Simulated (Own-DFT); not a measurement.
# How strain changes the stress of beta-Si3N4, 112 atoms (N64Si48)

These are calculations, not measurements. They come from Own-DFT, an in-house plane-wave density functional program, since retired, whose code no person has reviewed. Each row is one single-point run on a periodic cell that was not relaxed, without spin or spin-orbit coupling.

Settings of every run: PBE; PseudoDojo norm-conserving scalar-relativistic files; cutoff 42 hartree; 2 x 2 x 4 k mesh centred on Gamma; Fermi-Dirac smearing of 0.1 eV.

Known limits, some of them of some rows only: some atoms lie very close together; forces on such cells moved up to 12 meV/angstrom on a denser k mesh; stress not checked against mesh or cutoff.

Unstrained cell vectors in Å: (15.212, 0.000, 0.000); (-7.606, 13.174, 0.000); (0.000, 0.000, 5.818). The unstrained cell has measured lattice constants (interpolated for alloys), not those of this functional. That, the random moves and any unrelaxed bonds set the pressure at no strain. Each run strains this cell uniformly, with the atoms carried along. Every atom was also moved at random, by a Gaussian of width 0.05 Å on each axis. Strain is the symmetric tensor, in per cent. Stress is positive in tension, and the pressure is minus a third of its trace.

```
run  e_xx (%)  e_yy (%)  e_zz (%)  e_yz (%)  e_xz (%)  e_xy (%)  s_xx (GPa)  s_yy (GPa)  s_zz (GPa)  s_yz (GPa)  s_xz (GPa)  s_xy (GPa)  P (GPa)  E (meV/atom)
  1      1.56      1.11      0.44      0.25      1.74     -1.05        1.58        2.32       -6.01        1.22        7.15       -4.11     0.70           0.0
  2     -1.75     -0.13     -1.71      1.71     -0.87     -1.68      -18.70      -13.26      -22.72        2.70       -3.01       -8.06    18.23          44.8
  3      1.82      0.23     -1.66      0.44     -1.11      0.83        0.40       -3.06      -20.00        0.76       -3.53        2.19     7.55          10.1
  4     -1.61     -1.25     -1.09     -1.58     -1.88      0.77      -20.37      -17.97      -20.89       -6.25       -8.39        2.81    19.74          54.4
  5     -1.21      0.59     -1.17     -1.65      0.67      1.93      -13.10       -8.88      -19.48       -6.71        2.27        6.52    13.82          48.6
  6      1.02     -0.79     -0.61     -0.25     -0.10     -0.20       -1.98      -12.72      -14.98       -0.46       -0.41        0.38     9.89          16.8
  7      0.60     -0.51      1.79      1.26      1.80      1.31       -2.07       -8.95        1.01        4.09        4.66        5.66     3.34          20.6
  8      1.26     -0.11      1.93     -1.21      0.02     -1.85        2.16       -4.18        0.65       -3.14        0.20       -7.05     0.46          18.2
  9     -0.98      1.11      0.80     -1.40      0.01     -1.38      -10.44       -3.58       -3.61       -3.25        0.46       -6.64     5.88           5.8
 10     -1.76     -0.66      0.01      1.36     -1.97     -0.66      -20.56      -14.00      -12.52        4.35       -8.22       -2.21    15.69          65.4
 11      0.99     -1.86      1.48     -1.64      1.99      0.09       -2.06      -15.30       -3.96       -7.26        6.94        1.09     7.11          37.0
 12     -0.31     -1.08      0.00      1.84      1.93      0.98      -14.74      -12.22      -10.96        4.54        6.82        2.66    12.64          57.5
 13     -0.50     -1.08     -1.84     -0.17      0.04      1.35      -13.40      -15.50      -25.70       -0.94        1.57        5.34    18.20          46.4
 14      1.47      0.92      0.04     -0.01      0.43      1.96        3.15       -2.22       -9.52       -0.24        1.94        6.11     2.87          24.2
 15      1.42     -1.84     -1.83      1.70      1.84     -0.73           ?           ?           ?           ?           ?           ?        ?             ?
```

E is the free energy for each atom above the lowest run shown.

## Worked fit

Each stress component was fitted by least squares to a constant and the strains of the runs shown, as fractions, with shears doubled. Shear strains stay in the fit of a normal stress only where such slopes are resolved. The slopes, in GPa:

```
stress  at no strain  per e_xx  per e_yy  per e_zz  scatter
  s_xx          -7.6  579 ± 41  159 ± 54  105 ± 42     1.81
  s_yy          -8.0  183 ± 31  515 ± 40   67 ± 31     1.34
  s_zz         -11.0   39 ± 23  136 ± 30  655 ± 23     1.01
```

Each shear stress against twice its own strain: yz 159 ± 12, xz 199 ± 10, xy 190 ± 10 GPa. These are stiffnesses along x, y and z of the frame in which the cell vectors are given, which need not be the crystal's axes. The atoms are held to the strained lattice; where symmetry lets them move under strain, relaxing them would lower some slopes. The table should be nearly symmetric about its diagonal, and what it lacks of that shows the noise. A ninth of its sum, 271 ± 3 GPa, estimates the bulk modulus near the mean pressure of these runs, 9.7 GPa, so it lies above the value at zero pressure.

## Withheld run

Question: what normal stresses and pressure should run 15 give?

The fit gives s_xx = -4.2, s_yy = -16.0, s_zz = -24.9 and P = 15.0 GPa. The calculation gave -4.43, -17.78, -23.81 and P = 15.34 GPa.
